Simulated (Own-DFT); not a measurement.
# How strain changes the stress of C40 NbSi2, 36 atoms (Nb12Si24)

These are calculations, not measurements. The program, named Own-DFT, is a retired in-house plane-wave density functional code that no person has reviewed. Each row is one single-point run on a periodic cell that was not relaxed, without spin or spin-orbit coupling.

Settings of every run: PBEsol; PseudoDojo norm-conserving scalar-relativistic files, made for PBE; cutoff 42 hartree; 4 x 4 x 5 k mesh centred on Gamma; cold (Marzari-Vanderbilt) smearing of 0.2 eV.

Known limits: forces on such cells failed a check on a denser k mesh; stress not checked against mesh or cutoff.

Unstrained cell vectors in Å: (0.000, 8.324, 0.000); (-9.612, 0.000, 0.000); (0.000, 0.000, 6.586). The unstrained cell was taken from the Materials Project. The random moves and any unrelaxed bonds add to the pressure at no strain. Each run strains this cell uniformly, with the atoms carried along. Every atom was also moved at random, by a Gaussian of width 0.05 Å on each axis. Strain is the symmetric tensor, in per cent. Stress is positive in tension, and the pressure is minus a third of its trace.

| run | e_xx (%) | e_yy (%) | e_zz (%) | e_yz (%) | e_xz (%) | e_xy (%) | s_xx (GPa) | s_yy (GPa) | s_zz (GPa) | s_yz (GPa) | s_xz (GPa) | s_xy (GPa) | P (GPa) | E (meV/atom) |
|---|---|---|---|---|---|---|---|---|---|---|---|---|---|---|
| 1 | -0.18 | 1.25 | 0.56 | -0.33 | 0.01 | 0.07 | 1.64 | 5.48 | 3.51 | -0.69 | -0.12 | 0.03 | -3.54 | 5.5 |
| 2 | 1.53 | 1.82 | -0.89 | -0.54 | -0.41 | -1.67 | 7.26 | 7.58 | -2.07 | -1.68 | -1.42 | -4.12 | -4.26 | 15.4 |
| 3 | 1.19 | 0.13 | -1.17 | -0.32 | 0.60 | 0.87 | 4.35 | 2.52 | -4.92 | -1.16 | 2.16 | 2.12 | -0.65 | 0.0 |
| 4 | 1.43 | 1.46 | 1.86 | -1.83 | -0.78 | 1.46 | 7.68 | 8.69 | 9.28 | -4.71 | -1.79 | 3.15 | -8.55 | 24.5 |
| 5 | -1.95 | -0.10 | -1.25 | 1.34 | -1.09 | -0.99 | -7.76 | -1.36 | -8.31 | 4.42 | -4.06 | -3.62 | 5.81 | 14.9 |
| 6 | -1.74 | 1.07 | 1.12 | 0.32 | 1.19 | -1.38 | -3.71 | 4.71 | 3.80 | 0.65 | 3.96 | -4.80 | -1.60 | 9.8 |
| 7 | 0.26 | 1.51 | 0.94 | -1.02 | -0.63 | -1.41 | 3.72 | 7.53 | 5.03 | -2.77 | -2.07 | -3.88 | -5.43 | 6.0 |
| 8 | -1.83 | 1.11 | -0.49 | 1.82 | -1.93 | 0.26 | -5.39 | 3.26 | -3.78 | 6.23 | -6.63 | 0.79 | 1.97 | 22.3 |
| 9 | -0.49 | 1.47 | -0.77 | -0.67 | -1.91 | -0.57 | -0.43 | 5.93 | -4.09 | -3.01 | -7.08 | -2.07 | -0.47 | 17.8 |
| 10 | 1.78 | -1.71 | 1.88 | -1.23 | 1.59 | -0.26 | 7.75 | -2.18 | 7.45 | -3.61 | 4.39 | -0.28 | -4.34 | 14.7 |
| 11 | 0.07 | -1.60 | 1.03 | -0.89 | 1.08 | 1.97 | 0.78 | -4.08 | 3.50 | -3.10 | 3.70 | 6.14 | -0.07 | 8.0 |
| 12 | -1.49 | -1.52 | 1.86 | -1.36 | 1.78 | -0.91 | -3.47 | -4.16 | 4.57 | -3.99 | 4.92 | -2.77 | 1.02 | 14.7 |
| 13 | 2.00 | 1.50 | 0.11 | 1.68 | -1.45 | -0.86 | 9.27 | 7.79 | 2.73 | 4.44 | -3.44 | -1.69 | -6.60 | 14.5 |
| 14 | 1.34 | 0.08 | 1.02 | 1.62 | 0.85 | 0.27 | 7.16 | 3.66 | 4.23 | 5.06 | 2.77 | 0.98 | -5.01 | 8.9 |
| 15 | 1.49 | -0.95 | -1.29 | 1.46 | -1.96 | -0.28 | 4.75 | -3.21 | -7.11 | 5.16 | -6.85 | -1.07 | 1.86 | 36.0 |
| 16 | 0.46 | -0.02 | -1.09 | 1.39 | 0.11 | 0.06 | ? | ? | ? | ? | ? | ? | ? | ? |

E is the free energy for each atom above the lowest run shown.

## Worked fit

Each stress component was fitted by least squares to a constant and the strains of the runs shown, as fractions, with shears doubled. Shear strains stay in the fit of a normal stress only where such slopes are resolved. The slopes, in GPa:

```
stress  at no strain  per e_xx  per e_yy  per e_zz  scatter
  s_xx           0.9   363 ± 7    62 ± 9    80 ± 9     0.40
  s_yy           1.1   68 ± 10  362 ± 12   77 ± 12     0.53
  s_zz          -0.9   76 ± 11   88 ± 13  456 ± 14     0.61
```

Each shear stress against twice its own strain: yz 153 ± 8, xz 168 ± 8, xy 137 ± 8 GPa. These are stiffnesses along x, y and z of the frame in which the cell vectors are given, which need not be the crystal's axes. The atoms are held to the strained lattice; where symmetry lets them move under strain, relaxing them would lower some slopes. The table should be nearly symmetric about its diagonal, and what it lacks of that shows the noise. A ninth of its sum, 181 ± 6 GPa, estimates the bulk modulus near the mean pressure of these runs, -2.0 GPa.

## Withheld run

Question: what normal stresses and pressure should run 16 give?

The fit gives s_xx = 1.7, s_yy = 0.5, s_zz = -5.6 and P = 1.1 GPa. The calculation gave 2.32, 1.27, -4.94 and P = 0.45 GPa.
